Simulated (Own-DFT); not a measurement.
## Calculated data, TiO2 (rutile, strained, atoms displaced)

A calculation, not a measurement: plane-wave PBE density functional theory by an unreviewed code, no spin, of a simulated periodic cell, stress positive in tension, free energy of the whole cell less one offset for each atom, oxygen file: force components 24 meV/angstrom off all-electron in one glass; forces on such cells passed a denser k mesh, this cell's mesh not checked; offsets are fitted by least squares, one for each functional and potential file, so energies compare only between cells with the same atoms and settings and are not formation energies; the far tail of each file's local potential was reset to the Coulomb form; each entry is a single point on an unrelaxed cell, so the pressure reflects the starting lattice, mostly measured values (interpolated for alloys), from which strain is counted, and rises with the displacements; printed positions are rounded, which can move forces by about a meV/angstrom; the program, named Own-DFT, is a retired in-house code; no spin-orbit coupling; before rounding, a Quantum ESPRESSO 7.3.1 run of the same cell and cutoff gave forces within 1 meV/angstrom rms on each cell, which checks the program and not the settings. Program: Own-DFT development build.

```cif
# cell vector a (Å): 9.2564 0.1349 -0.0677
# cell vector b (Å): 0.1349 9.2152 0.0938
# cell vector c (Å): -0.0655 0.0906 8.7896
data_TiO2
_symmetry_space_group_name_H-M 'P 1'
_symmetry_Int_Tables_number 1
_cell_length_a 9.2576
_cell_length_b 9.2167
_cell_length_c 8.7903
_cell_angle_alpha 88.833
_cell_angle_beta 90.837
_cell_angle_gamma 88.331
_cell_volume 749.47
loop_
_atom_site_label
_atom_site_type_symbol
_atom_site_fract_x
_atom_site_fract_y
_atom_site_fract_z
_atom_site_occupancy
Ti1 Ti 0.98839 0.99052 0.00386 1
Ti2 Ti 0.25562 0.24651 0.15774 1
O1 O 0.15263 0.14302 0.99688 1
O2 O 0.35136 0.35185 0.00149 1
O3 O 0.40460 0.10352 0.16842 1
O4 O 0.09525 0.41010 0.15687 1
Ti3 Ti 0.00152 0.99674 0.34136 1
Ti4 Ti 0.25253 0.24857 0.49742 1
O5 O 0.14560 0.15406 0.33699 1
O6 O 0.34921 0.34522 0.33900 1
O7 O 0.40609 0.09019 0.48895 1
O8 O 0.09389 0.40700 0.50148 1
Ti5 Ti 0.01242 0.00918 0.67740 1
Ti6 Ti 0.24912 0.24056 0.82793 1
O9 O 0.15531 0.15642 0.67356 1
O10 O 0.34572 0.34325 0.67978 1
O11 O 0.38974 0.09958 0.83552 1
O12 O 0.08902 0.40850 0.82789 1
Ti7 Ti 0.99549 0.50422 0.99163 1
Ti8 Ti 0.24532 0.74486 0.16709 1
O13 O 0.15939 0.64224 0.00271 1
O14 O 0.33762 0.85003 0.99741 1
O15 O 0.40320 0.59955 0.15872 1
O16 O 0.09066 0.90874 0.16745 1
Ti9 Ti 0.99500 0.49548 0.33742 1
Ti10 Ti 0.25328 0.75455 0.49513 1
O17 O 0.14430 0.65844 0.33774 1
O18 O 0.35296 0.84865 0.32795 1
O19 O 0.40765 0.59661 0.50328 1
O20 O 0.09333 0.89848 0.50393 1
Ti11 Ti 0.99382 0.50281 0.65542 1
Ti12 Ti 0.24955 0.75571 0.82328 1
O21 O 0.14676 0.64413 0.67318 1
O22 O 0.34313 0.85355 0.66893 1
O23 O 0.39976 0.59380 0.83022 1
O24 O 0.09908 0.89468 0.83954 1
Ti13 Ti 0.50512 0.00316 0.99689 1
Ti14 Ti 0.74493 0.25662 0.16941 1
O25 O 0.65072 0.15072 0.00869 1
O26 O 0.83613 0.35521 0.99233 1
O27 O 0.90533 0.09376 0.16400 1
O28 O 0.59690 0.40242 0.16851 1
Ti15 Ti 0.49119 0.00636 0.32372 1
Ti16 Ti 0.74026 0.24430 0.50361 1
O29 O 0.65222 0.14865 0.33648 1
O30 O 0.84873 0.35017 0.33194 1
O31 O 0.90616 0.09007 0.51008 1
O32 O 0.59503 0.41110 0.50256 1
Ti17 Ti 0.49745 0.99787 0.66708 1
Ti18 Ti 0.75638 0.24947 0.84004 1
O33 O 0.65494 0.15572 0.65951 1
O34 O 0.84487 0.35026 0.67376 1
O35 O 0.90180 0.09462 0.83878 1
O36 O 0.59584 0.39538 0.83342 1
Ti19 Ti 0.49178 0.50078 0.99295 1
Ti20 Ti 0.74364 0.73418 0.15230 1
O37 O 0.65873 0.63893 0.00299 1
O38 O 0.83561 0.84519 0.99788 1
O39 O 0.90165 0.60354 0.16836 1
O40 O 0.60279 0.90133 0.17773 1
Ti21 Ti 0.50125 0.49568 0.34363 1
Ti22 Ti 0.74842 0.74604 0.50153 1
O41 O 0.64589 0.66277 0.33254 1
O42 O 0.84612 0.84546 0.32388 1
O43 O 0.91063 0.59906 0.50012 1
O44 O 0.59583 0.90347 0.49836 1
Ti23 Ti 0.49260 0.50196 0.67939 1
Ti24 Ti 0.74775 0.74912 0.82918 1
O45 O 0.65205 0.64375 0.66836 1
O46 O 0.85749 0.85775 0.67000 1
O47 O 0.90178 0.59415 0.82794 1
O48 O 0.59491 0.91050 0.81912 1
_calc_functional 'PBE'
_calc_potential_files 'PseudoDojo norm-conserving, scalar-relativistic, standard set'
_calc_wave_cutoff 72  # hartree
_calc_occupations 'Fermi-Dirac'
_calc_smearing_width 0.1  # eV
_calc_k_mesh '3 x 3 x 3 centred on Gamma'
_calc_free_energy_of_cell_above_offsets '-15.106'  # eV
_calc_pressure 7.94  # GPa
_calc_stress_xx -6.14  # GPa
_calc_stress_yy -6.45  # GPa
_calc_stress_zz -11.23  # GPa
_calc_stress_yz 3.32  # GPa
_calc_stress_xz -2.89  # GPa
_calc_stress_xy 6.63  # GPa
```

Force:
| element | x (eV/Å) | y (eV/Å) | z (eV/Å) |
| --- | --- | --- | --- |
| Ti | 0.263 | 0.279 | 1.551 |
| Ti | -2.355 | 1.078 | -0.373 |
| O | 0.631 | 1.104 | 0.936 |
| O | -0.607 | -0.7 | 0.297 |
| O | -0.344 | 0.208 | -1.918 |
| O | 0.551 | -1.174 | 1.288 |
| Ti | -1.651 | -0.311 | -0.972 |
| Ti | -0.107 | 0.253 | -1.074 |
| O | 1.03 | 0.58 | 0.281 |
| O | -0.249 | 0.038 | -0.042 |
| O | -1.777 | 1.79 | 1.392 |
| O | 1.367 | -1.473 | -0.275 |
| Ti | -1.415 | -0.991 | -1.03 |
| Ti | -1.388 | 2.158 | 1.913 |
| O | -0.795 | -0.908 | -1.488 |
| O | 0.579 | 0.643 | -1.66 |
| O | 2.289 | -1.559 | 0.089 |
| O | 0.878 | -1.251 | 0.989 |
| Ti | 1.617 | -0.415 | 0.402 |
| Ti | -0.121 | -0.332 | -1.476 |
| O | -0.381 | 0.82 | -0.125 |
| O | 1.201 | 0.406 | 0.17 |
| O | 0.031 | -0.032 | 0.44 |
| O | 1.435 | -1.528 | 0.336 |
| Ti | 0.3 | -0.254 | -2.517 |
| Ti | -0.71 | -0.647 | -0.727 |
| O | 1.085 | 0.244 | 0.233 |
| O | -1.085 | -0.635 | 0.712 |
| O | -1.315 | 0.892 | -0.147 |
| O | 1.349 | -0.374 | 0.664 |
| Ti | 1.077 | -1.088 | 3.212 |
| Ti | -1.369 | -0.722 | 1.799 |
| O | 1.448 | 1.453 | -0.564 |
| O | 0.332 | -0.049 | -0.652 |
| O | -0.347 | 1.123 | 0.198 |
| O | -0.48 | 0.441 | -0.206 |
| Ti | 0.18 | -0.792 | 0.983 |
| Ti | 0.592 | -0.252 | 0.516 |
| O | -0.476 | -0.525 | -0.655 |
| O | 0.333 | -0.344 | 0.895 |
| O | -1.027 | 1.094 | -0.089 |
| O | 0.015 | -0.133 | 0.217 |
| Ti | 2.184 | -2.196 | 1.454 |
| Ti | 1.103 | 0.075 | -0.089 |
| O | 0.445 | 0.878 | -0.185 |
| O | -0.261 | -0.27 | 0.081 |
| O | -0.614 | 1.277 | -0.388 |
| O | 1.136 | -1.472 | 0.446 |
| Ti | 0.03 | 0.544 | -2.764 |
| Ti | 0.061 | 0.631 | -1.063 |
| O | -1.101 | -0.722 | 0.897 |
| O | -0.385 | -0.561 | -0.572 |
| O | -0.166 | 0.5 | -0.756 |
| O | -0.521 | 0.366 | 0.077 |
| Ti | 0.251 | -0.855 | 2.723 |
| Ti | 0.671 | 1.395 | 3.439 |
| O | -1.119 | -0.108 | -2.085 |
| O | 0.343 | 0.328 | -0.747 |
| O | 0.164 | -0.483 | -0.139 |
| O | -1.32 | 0.853 | -1.89 |
| Ti | -0.141 | 0.971 | -1.577 |
| Ti | 0.029 | 1.995 | -2.173 |
| O | -0.021 | -1.19 | 0.733 |
| O | 0.277 | 0.067 | 1.499 |
| O | -2.121 | 1.553 | -1.614 |
| O | 0.259 | -0.402 | 1.221 |
| Ti | 0.847 | -1.105 | -1.843 |
| Ti | 1.641 | -0.068 | -1.038 |
| O | 0.388 | 0.923 | 0.263 |
| O | -1.771 | -1.874 | 0.51 |
| O | -1.658 | 1.954 | -0.227 |
| O | 0.786 | -1.116 | 2.284 |
